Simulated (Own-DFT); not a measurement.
GaP (zincblende, atoms displaced) (calculated)

All values are calculated (Own-DFT development build). A calculation, not a measurement: plane-wave PBE density functional theory by an unreviewed code, no spin, of a simulated periodic cell, stress positive in tension, free energy of the whole cell less one offset for each atom, forces on such cells passed a denser k mesh, this cell's mesh not checked; offsets are fitted by least squares, one for each functional and potential file, so energies compare only between cells with the same atoms and settings and are not formation energies; the far tail of each file's local potential was reset to the Coulomb form; each entry is a single point on an unrelaxed cell, so the pressure reflects the starting lattice, mostly measured values (interpolated for alloys), from which strain is counted, and rises with the displacements; printed positions are rounded, which can move forces by about a meV/angstrom; the program, named Own-DFT, is a retired in-house code; no spin-orbit coupling.

```cif
# cell vector a (Å): 16.3515 0.0000 0.0000
# cell vector b (Å): 0.0000 10.9010 0.0000
# cell vector c (Å): 0.0000 0.0000 10.9010
data_GaP
_symmetry_space_group_name_H-M 'P 1'
_symmetry_Int_Tables_number 1
_cell_length_a 16.3515
_cell_length_b 10.9010
_cell_length_c 10.9010
_cell_angle_alpha 90.000
_cell_angle_beta 90.000
_cell_angle_gamma 90.000
_cell_volume 1943.08
loop_
_atom_site_label
_atom_site_type_symbol
_atom_site_fract_x
_atom_site_fract_y
_atom_site_fract_z
_atom_site_occupancy
Ga1 Ga 0.00055 0.99889 0.00130 1
Ga2 Ga 0.99979 0.24905 0.24794 1
Ga3 Ga 0.16530 0.00191 0.25204 1
Ga4 Ga 0.16799 0.24846 0.00238 1
P1 P 0.08384 0.12853 0.12439 1
P2 P 0.08339 0.37676 0.37844 1
P3 P 0.25040 0.12565 0.37345 1
P4 P 0.24874 0.37431 0.12421 1
Ga5 Ga 0.00008 0.00084 0.49781 1
Ga6 Ga 0.99977 0.24856 0.74984 1
Ga7 Ga 0.16606 0.99639 0.75191 1
Ga8 Ga 0.16504 0.24952 0.50523 1
P5 P 0.08384 0.12672 0.62726 1
P6 P 0.08427 0.37557 0.87425 1
P7 P 0.24934 0.12469 0.87339 1
P8 P 0.24967 0.37325 0.62299 1
Ga9 Ga 0.00148 0.49836 0.00015 1
Ga10 Ga 0.00176 0.74868 0.25063 1
Ga11 Ga 0.16583 0.50057 0.25064 1
Ga12 Ga 0.16619 0.74963 0.00088 1
P9 P 0.08211 0.62710 0.12495 1
P10 P 0.08413 0.87465 0.37736 1
P11 P 0.25067 0.62409 0.37571 1
P12 P 0.25009 0.87530 0.12087 1
Ga13 Ga 0.99848 0.50110 0.49683 1
Ga14 Ga 0.00098 0.75289 0.74645 1
Ga15 Ga 0.16643 0.50022 0.75197 1
Ga16 Ga 0.16773 0.74907 0.50093 1
P13 P 0.08371 0.62613 0.62488 1
P14 P 0.08368 0.87445 0.87617 1
P15 P 0.24803 0.62346 0.87275 1
P16 P 0.25028 0.87739 0.62650 1
Ga17 Ga 0.33406 0.00124 0.00285 1
Ga18 Ga 0.33240 0.24888 0.24843 1
Ga19 Ga 0.49776 0.99907 0.24919 1
Ga20 Ga 0.49710 0.24928 0.00178 1
P17 P 0.41714 0.12398 0.12254 1
P18 P 0.41674 0.37780 0.37367 1
P19 P 0.58240 0.12478 0.37714 1
P20 P 0.58384 0.37686 0.12467 1
Ga21 Ga 0.33267 0.00131 0.49807 1
Ga22 Ga 0.33276 0.24919 0.74984 1
Ga23 Ga 0.49996 0.99891 0.74989 1
Ga24 Ga 0.49964 0.25000 0.50083 1
P21 P 0.41600 0.12492 0.62664 1
P22 P 0.41530 0.37470 0.87531 1
P23 P 0.58376 0.12233 0.87771 1
P24 P 0.58491 0.37524 0.62554 1
Ga25 Ga 0.33263 0.49397 0.99477 1
Ga26 Ga 0.33435 0.75047 0.24802 1
Ga27 Ga 0.50213 0.50103 0.25001 1
Ga28 Ga 0.50082 0.74963 0.00116 1
P25 P 0.41561 0.62479 0.12394 1
P26 P 0.41684 0.87317 0.37326 1
P27 P 0.58299 0.62395 0.37417 1
P28 P 0.58458 0.87292 0.12794 1
Ga29 Ga 0.33337 0.50076 0.50050 1
Ga30 Ga 0.33229 0.74855 0.74995 1
Ga31 Ga 0.50001 0.50061 0.75099 1
Ga32 Ga 0.50030 0.75111 0.49921 1
P29 P 0.41679 0.62475 0.62683 1
P30 P 0.41670 0.87526 0.87575 1
P31 P 0.58083 0.62490 0.87735 1
P32 P 0.58432 0.87540 0.62698 1
Ga33 Ga 0.66604 0.99986 0.99958 1
Ga34 Ga 0.66550 0.24793 0.25200 1
Ga35 Ga 0.83335 0.99804 0.24624 1
Ga36 Ga 0.83211 0.24876 0.00199 1
P33 P 0.74933 0.12380 0.12366 1
P34 P 0.75136 0.37368 0.37532 1
P35 P 0.91694 0.12388 0.37566 1
P36 P 0.91623 0.37754 0.12398 1
Ga37 Ga 0.66993 0.99785 0.50189 1
Ga38 Ga 0.66742 0.25150 0.74838 1
Ga39 Ga 0.83422 0.00085 0.74765 1
Ga40 Ga 0.83456 0.25024 0.49906 1
P37 P 0.74980 0.12377 0.62550 1
P38 P 0.75165 0.37144 0.87542 1
P39 P 0.91801 0.12429 0.87703 1
P40 P 0.91470 0.37651 0.62574 1
Ga41 Ga 0.66595 0.50247 0.99880 1
Ga42 Ga 0.66852 0.75274 0.24976 1
Ga43 Ga 0.83363 0.50383 0.25096 1
Ga44 Ga 0.83419 0.74809 0.00117 1
P41 P 0.75051 0.62426 0.12550 1
P42 P 0.74911 0.87647 0.37396 1
P43 P 0.91702 0.62388 0.37191 1
P44 P 0.91653 0.87281 0.12245 1
Ga45 Ga 0.66741 0.50251 0.50012 1
Ga46 Ga 0.66720 0.75019 0.74966 1
Ga47 Ga 0.83302 0.49989 0.75158 1
Ga48 Ga 0.83501 0.74710 0.49969 1
P45 P 0.75012 0.62595 0.61979 1
P46 P 0.74984 0.87830 0.87456 1
P47 P 0.91674 0.62685 0.87404 1
P48 P 0.91599 0.87517 0.62098 1
_calc_functional 'PBE'
_calc_potential_files 'PseudoDojo norm-conserving, scalar-relativistic, standard set'
_calc_wave_cutoff 42  # hartree
_calc_occupations 'Fermi-Dirac'
_calc_smearing_width 0.1  # eV
_calc_k_mesh '2 x 3 x 3 centred on Gamma'
_calc_stress_yy ?
```

**Q.** Estimate the stress yy of GaP (zincblende, atoms displaced).
**A.** -2.7 GPa

Further results for GaP (zincblende, atoms displaced):

```
free energy of cell above offsets : -53.669 eV
pressure                          : 2.7 GPa
stress xx                         : -2.72 GPa
stress zz                         : -2.69 GPa
stress yz                         : -0.06 GPa
stress xz                         : 0.08 GPa
stress xy                         : -0.07 GPa
```

Force:
| element | x (eV/Å) | y (eV/Å) | z (eV/Å) |
| --- | --- | --- | --- |
| Ga | 0.077 | 0.122 | -0.015 |
| Ga | -0.077 | 0.394 | 0.336 |
| Ga | 0.202 | -0.224 | -0.336 |
| Ga | -0.112 | 0.177 | -0.536 |
| P | -0.149 | -0.55 | 0.11 |
| P | -0.073 | -0.393 | -0.401 |
| P | -0.321 | 0.124 | 0.31 |
| P | 0.164 | 0.161 | 0.178 |
| Ga | 0.157 | 0.051 | 0.292 |
| Ga | -0.121 | 0.377 | 0.112 |
| Ga | 0.02 | 0.373 | -0.071 |
| Ga | 0.256 | 0.025 | -0.613 |
| P | -0.236 | -0.634 | -0.042 |
| P | -0.077 | -0.337 | 0.177 |
| P | 0.121 | -0.123 | 0.298 |
| P | 0.107 | 0.344 | 0.382 |
| Ga | -0.224 | 0.225 | -0.241 |
| Ga | -0.258 | 0.404 | 0.012 |
| Ga | 0.033 | 0.025 | 0.005 |
| Ga | 0.112 | -0.108 | -0.182 |
| P | 0.325 | -0.357 | -0.005 |
| P | -0.035 | -0.035 | -0.206 |
| P | -0.017 | 0.251 | -0.225 |
| P | -0.18 | 0.09 | 0.661 |
| Ga | 0.113 | -0.054 | 0.535 |
| Ga | -0.198 | -0.115 | 0.206 |
| Ga | -0.056 | -0.19 | -0.528 |
| Ga | 0.122 | 0.087 | 0.063 |
| P | -0.142 | -0.249 | -0.12 |
| P | -0.185 | -0.061 | -0.017 |
| P | 0.305 | 0.165 | 0.398 |
| P | 0.036 | -0.266 | -0.265 |
| Ga | -0.185 | -0.097 | -0.645 |
| Ga | 0.28 | 0.245 | 0.046 |
| Ga | 0.472 | 0.065 | 0.109 |
| Ga | 0.655 | 0.218 | -0.274 |
| P | -0.238 | 0.116 | 0.564 |
| P | 0.001 | -0.347 | 0.033 |
| P | 0.067 | -0.35 | -0.029 |
| P | -0.055 | -0.364 | -0.036 |
| Ga | 0.184 | -0.119 | 0.095 |
| Ga | -0.095 | 0.079 | -0.038 |
| Ga | 0.012 | 0.103 | 0.147 |
| Ga | -0.106 | 0.179 | -0.003 |
| P | 0.132 | -0.054 | -0.215 |
| P | 0.392 | -0.328 | -0.399 |
| P | -0.282 | 0.584 | -0.382 |
| P | -0.288 | 0.176 | -0.06 |
| Ga | -0.224 | 0.725 | 0.543 |
| Ga | -0.341 | -0.12 | -0.012 |
| Ga | -0.405 | -0.011 | -0.216 |
| Ga | -0.303 | 0.216 | 0.164 |
| P | 0.075 | -0.357 | -0.174 |
| P | -0.198 | 0.23 | 0.258 |
| P | 0.309 | 0.391 | 0.092 |
| P | -0.254 | 0.335 | -0.33 |
| Ga | 0.066 | -0.132 | 0.023 |
| Ga | 0.125 | 0.197 | 0.138 |
| Ga | 0.016 | -0.231 | -0.061 |
| Ga | 0.109 | -0.134 | 0.188 |
| P | 0.011 | 0.102 | -0.233 |
| P | -0.064 | -0.146 | 0.01 |
| P | 0.547 | 0.113 | -0.415 |
| P | -0.138 | -0.074 | -0.329 |
| Ga | 0.013 | -0.213 | 0.203 |
| Ga | 0.108 | 0.186 | -0.148 |
| Ga | 0.05 | 0.153 | 0.221 |
| Ga | 0.363 | -0.001 | -0.037 |
| P | -0.075 | 0.062 | 0.278 |
| P | -0.218 | 0.216 | -0.131 |
| P | -0.1 | 0.047 | -0.447 |
| P | -0.039 | -0.222 | 0.173 |
| Ga | -0.594 | 0.216 | -0.106 |
| Ga | -0.14 | -0.364 | 0.348 |
| Ga | 0.057 | -0.032 | 0.256 |
| Ga | -0.172 | -0.128 | 0.195 |
| P | 0.266 | 0.342 | -0.132 |
| P | -0.389 | 0.508 | 0.016 |
| P | -0.227 | 0.003 | -0.14 |
| P | 0.439 | -0.123 | -0.084 |
| Ga | 0.229 | -0.356 | -0.034 |
| Ga | -0.188 | -0.486 | 0.164 |
| Ga | -0.169 | -0.6 | -0.173 |
| Ga | -0.327 | 0.156 | -0.38 |
| P | -0.162 | 0.188 | -0.079 |
| P | 0.619 | -0.285 | 0.133 |
| P | 0.075 | 0.368 | 0.227 |
| P | 0.289 | 0.06 | 0.422 |
| Ga | -0.121 | -0.406 | -0.281 |
| Ga | 0.002 | -0.136 | 0.18 |
| Ga | -0.141 | 0.196 | -0.098 |
| Ga | -0.192 | 0.338 | -0.425 |
| P | 0.085 | -0.073 | 0.816 |
| P | 0.234 | -0.478 | 0.053 |
| P | 0.265 | -0.146 | -0.056 |
| P | 0.195 | 0.1 | 0.236 |
